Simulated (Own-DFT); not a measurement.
# Computed records: Al16O23 (corundum with two vacancies, strained, atoms displaced)

All values are calculated (Own-DFT development build). A calculation, not a measurement: plane-wave PBE density functional theory by an unreviewed code, no spin, of a simulated periodic cell, stress positive in tension, free energy of the whole cell less one offset for each atom, defect cell not probed for a lower state with spin; oxygen file: force components 24 meV/angstrom off all-electron in one glass; forces on such cells passed a denser k mesh, this cell's mesh not checked; offsets are fitted by least squares, one for each functional and potential file, so energies compare only between cells with the same atoms and settings and are not formation energies; the far tail of each file's local potential was reset to the Coulomb form; each entry is a single point on an unrelaxed cell, so the pressure reflects the starting lattice, mostly measured values, from which strain is counted, and rises with the displacements; printed positions are rounded, which can move forces by about a meV/angstrom; the program is a retired in-house code; no spin-orbit coupling; before rounding, a Quantum ESPRESSO 7.3.1 run of the same cell and cutoff gave forces within 1 meV/angstrom rms on each cell, which checks the program and not the settings.

Entry: Al16O23 (corundum with two vacancies, strained, atoms displaced)

```xyz
78
Lattice="5.4678 -0.0476 8.6280 -2.7718 4.8774 8.6259 -2.5993 -4.6739 8.5688" Properties=species:S:1:pos:R:3 Al16O23
Al     0.0990     0.0112     4.5592
Al     0.0365     0.1149     8.2788
Al     0.1736     0.0501    11.0122
Al     0.0196     0.0194     1.9403
O     -0.1512     1.6338     7.6250
O     -1.3357    -0.8176     7.5588
O      0.1994    -1.5845     5.2872
O     -1.4052     0.7850     5.3205
O      1.3443     0.8742     5.4451
Al    -1.2745    -2.2609     8.8768
Al    -1.3032    -2.3264    12.6426
Al    -1.2889    -2.3309    15.3040
Al    -1.3046    -2.3476     6.2785
O     -1.3592    -0.6230    11.8188
O      0.1567    -3.0908    11.8077
O     -2.6648    -3.2418    11.9081
O     -1.1897    -3.9728     9.6587
O     -2.8340    -1.5612     9.6496
O      0.1448    -1.4210     9.6270
Al    -1.3962     2.5284     8.9597
Al    -1.3766     2.4880    12.6726
Al    -1.3052     2.5228    15.2677
Al    -1.3083     2.5035     6.2698
O     -1.5512     4.0985    11.8390
O      0.1174     1.7053    11.8687
O     -2.7633     1.6836    11.8740
O     -1.1476     0.8698     9.7092
O     -2.8608     3.2486     9.7439
O      0.0271     3.3220     9.7345
Al    -2.6363     0.1401    13.1539
Al    -2.5841     0.1943    16.9830
Al    -2.6480     0.1279    19.6212
Al    -2.6270     0.1225    10.4617
O     -2.8184     1.8123    16.1237
O     -1.1089    -0.5678    16.0862
O     -4.0383    -0.7921    16.1165
O     -2.4942    -1.5342    14.0431
O     -4.0998     0.8611    13.9950
O     -1.3277     1.0318    13.9745
Al     2.7548     0.0208     8.9311
Al     2.7154    -0.0187    12.6732
Al     2.8628     0.0462    15.3446
Al     2.6837    -0.0121     6.2871
O      2.6334     1.7672    11.9218
O      4.2103    -0.7226    11.8171
O      1.3358    -0.7919    11.8101
O      2.9317    -1.6519     9.6921
O      1.3459     0.7724     9.6763
O      4.0975     0.9360     9.6814
Al     1.4893    -2.3615    13.1574
Al     1.5405    -2.3617    16.9417
Al     1.4839    -2.3128    19.6157
Al     1.4313    -2.3562    10.5037
O      1.2663    -0.6383    16.0954
O      2.9499    -3.0923    16.1235
O      1.6214    -4.0063    13.9308
O      0.0317    -1.5759    13.9843
O      2.8065    -1.4068    14.0420
Al     1.4171     2.5149    13.1557
Al     1.3667     2.3698    16.9503
Al     1.3778     2.4482    19.6361
Al     1.3815     2.3869    10.6117
O      1.1885     4.0489    16.1782
O      2.8682     1.7018    16.1326
O      0.0362     1.5607    16.1067
O      1.5064     0.6866    13.9628
O     -0.1313     3.1693    14.0655
O      2.7190     3.3540    13.9818
Al     0.0476     0.0081    17.4407
Al     0.0999     0.0643    21.3181
Al     0.0410     0.1633    23.9074
Al     0.0824     0.1218    14.8234
O     -0.0618     1.7282    20.4852
O      1.5858    -0.5383    20.4179
O     -1.2731    -0.7003    20.4485
O      0.3079    -1.5698    18.3119
O     -1.3818     0.8694    18.3402
O      1.3633     0.9673    18.2871
```

* functional: PBE
* potential files: PseudoDojo norm-conserving, scalar-relativistic, standard set
* wave cutoff: 72 hartree
* occupations: Fermi-Dirac
* smearing width: 0.1 eV
* k mesh: 3 x 3 x 3 centred on Gamma
* free energy of cell above offsets: -50.107 eV
* pressure: 11.58 GPa
* stress xx: -13.93 GPa
* stress yy: -9.57 GPa
* stress zz: -11.24 GPa
* stress yz: 2.89 GPa
* stress xz: -0.24 GPa
* stress xy: -6.79 GPa

Force:
```
element  x (eV/Å)  y (eV/Å)  z (eV/Å)
     Al    -2.415    -0.461    -0.444
     Al     1.794    -2.833     1.761
     Al    -3.784     1.639    -1.741
     Al    -1.613    -0.583     0.105
      O     0.447     3.824    -2.333
      O      0.45    -1.132     0.269
      O    -1.099    -1.637      2.22
      O     -0.62     0.587     1.583
      O     0.583     1.209    -0.197
     Al     0.268    -0.787     0.037
     Al     1.217     1.379     0.533
     Al     2.081     0.323     0.454
     Al     0.818     0.527    -2.099
      O    -0.812    -0.378    -0.062
      O     0.418     0.486     0.097
      O     0.569     1.114    -1.645
      O     1.274     0.461    -0.462
      O     2.553     0.489     0.149
      O    -0.923     0.467     0.193
     Al      0.01    -0.689    -0.862
     Al     0.271     -0.18     0.172
     Al    -0.825     0.013     1.063
     Al    -2.268    -1.336    -0.156
      O     1.345     0.924    -0.249
      O     0.581      0.61    -0.105
      O     1.124    -1.658    -0.421
      O    -0.797    -0.926     0.185
      O     0.273     -0.51    -0.812
      O    -0.055     1.159    -0.157
     Al    -0.365     -0.22    -0.575
     Al    -0.957     -0.34    -0.532
     Al     0.046     0.291    -0.237
     Al    -0.792     0.347     0.724
      O     0.418      0.22     0.337
      O    -2.195    -0.976     1.041
      O     1.085     0.943     0.789
      O     0.758     0.402    -1.188
      O    -0.647     0.454     0.589
      O     0.202      0.18     0.287
     Al      0.47    -1.091    -1.717
     Al     1.456     1.226     0.887
     Al    -1.711     0.401    -1.404
     Al      0.45    -0.189     0.837
      O    -0.284    -0.936    -0.483
      O    -0.527    -0.252     0.068
      O     3.516    -3.285      1.57
      O    -0.988    -0.317     0.174
      O    -0.844     0.647     1.011
      O     0.689     -0.56     0.967
     Al    -0.521    -0.095     0.327
     Al      -2.6     0.984    -0.482
     Al     0.282     0.679     0.039
     Al     0.477    -0.161       0.1
      O     1.774    -0.666     0.981
      O      0.28    -0.011     0.189
      O    -0.835    -0.401     1.346
      O    -1.011    -0.735    -0.348
      O     0.152    -1.027    -0.504
     Al    -1.641    -2.119     0.896
     Al      0.12     1.154     0.781
     Al    -0.157     0.698    -0.183
     Al     0.216     0.868     -1.17
      O     0.695     0.837    -0.323
      O    -0.122     -0.16     0.413
      O    -0.434    -0.203     0.152
      O     0.886     2.147    -0.589
      O     1.374      0.93    -1.558
      O     0.747     0.009     1.147
     Al     0.891     0.386     0.294
     Al     0.723     1.872     -0.63
     Al     0.444    -1.051     0.134
     Al    -0.321    -0.717    -0.494
      O    -0.635     1.264    -0.174
      O     0.312    -1.683     0.268
      O    -0.049    -1.589     0.014
      O    -2.138    -0.169     0.142
      O    -0.544    -0.569    -1.014
      O     0.986     0.485     0.023
```
